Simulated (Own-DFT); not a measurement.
# What a defect does to the pressure of its cell: monoclinic HfO2

The numbers are computed, not measured, by runs of the plane-wave DFT program Own-DFT (in-house, retired, unreviewed) at fixed positions, with no spin and no spin-orbit coupling.

All runs used: PBE; PseudoDojo norm-conserving scalar-relativistic files; cutoff 72 hartree; 2 x 2 x 2 k mesh centred on Gamma; Fermi-Dirac smearing of 0.1 eV.

Limits (not all hold for every row): a neutral cation vacancy leaves holes that likely carry spin, which these runs leave out; not probed for a lower state with spin; hafnium file: forces about 75 meV/angstrom off all-electron values; oxygen file: force components 24 meV/angstrom off all-electron in a glass; forces on such cells passed a denser k mesh, each cell not checked; stress not checked against mesh or cutoff.

All runs share one cell, with vectors in Å (10.234, 0.000, 0.000); (0.000, 10.350, 0.000); (-1.696, 0.000, 10.445) and a volume of 1106.4 Å³. The atoms are randomly displaced, by u rms on each axis. The defect's site can differ from row to row.

| cell | formula | u (Å) | P (GPa) |
|---|---|---|---|
| no defect | Hf32O64 | 0.0186 | 3.95 |
| no defect | Hf32O64 | 0.0190 | 3.82 |
| no defect | Hf32O64 | 0.0461 | 6.08 |
| one Hf vacancy | Hf31O64 | 0.0295 | 4.16 |
| one Hf vacancy | Hf31O64 | 0.0310 | 4.50 |
| one Hf vacancy | Hf31O64 | 0.0476 | ? |
| one Hf vacancy | Hf31O64 | 0.0525 | 6.22 |
| one Si on a Hf site | Hf31O64Si | 0.0301 | 2.99 |
| one Si on a Hf site | Hf31O64Si | 0.0319 | 2.84 |
| one Si on a Hf site | Hf31O64Si | 0.0508 | 3.91 |
| two Al on a Hf site each and one O vacancy | Al2Hf30O63 | 0.0303 | 2.38 |
| two Al on a Hf site each and one O vacancy | Al2Hf30O63 | 0.0522 | 3.36 |
| two Al on a Hf site each and one O vacancy | Al2Hf30O63 | 0.0543 | 4.01 |
| one O vacancy | Hf32O63 | 0.0307 | 4.28 |
| one O vacancy | Hf32O63 | 0.0491 | 5.85 |
| one O vacancy | Hf32O63 | 0.0495 | 6.13 |

## Working it out

P = P0 + c u² + a shift for each defect gives P0 = 3.73 GPa, c = 937 ± 96 GPa/Å² and a scatter of 0.30 GPa. The shifts, and each times the cell's volume:

- one O vacancy: -0.12 ± 0.27 GPa, -0.8 eV (not resolved)
- one Hf vacancy: -0.20 ± 0.25 GPa, -1.4 eV (not resolved)
- one Si on a Hf site: -1.89 ± 0.25 GPa, -13.0 eV
- two Al on a Hf site each and one O vacancy: -2.54 ± 0.28 GPa, -17.5 eV

A positive shift means that the defect pushes the cell outwards. Shift times volume (160.2 GPa Å³ is 1 eV) depends little on the cell's size, so, taken for each site, it can be compared between cells at like pressure. The atoms around the defects weren't relaxed, which would change these numbers.

## Check

Q: what pressure belongs in the blank (one Hf vacancy, u = 0.0476 Å)?

From the fit: 5.65 ± 0.36 GPa. DFT gave 5.68 GPa.
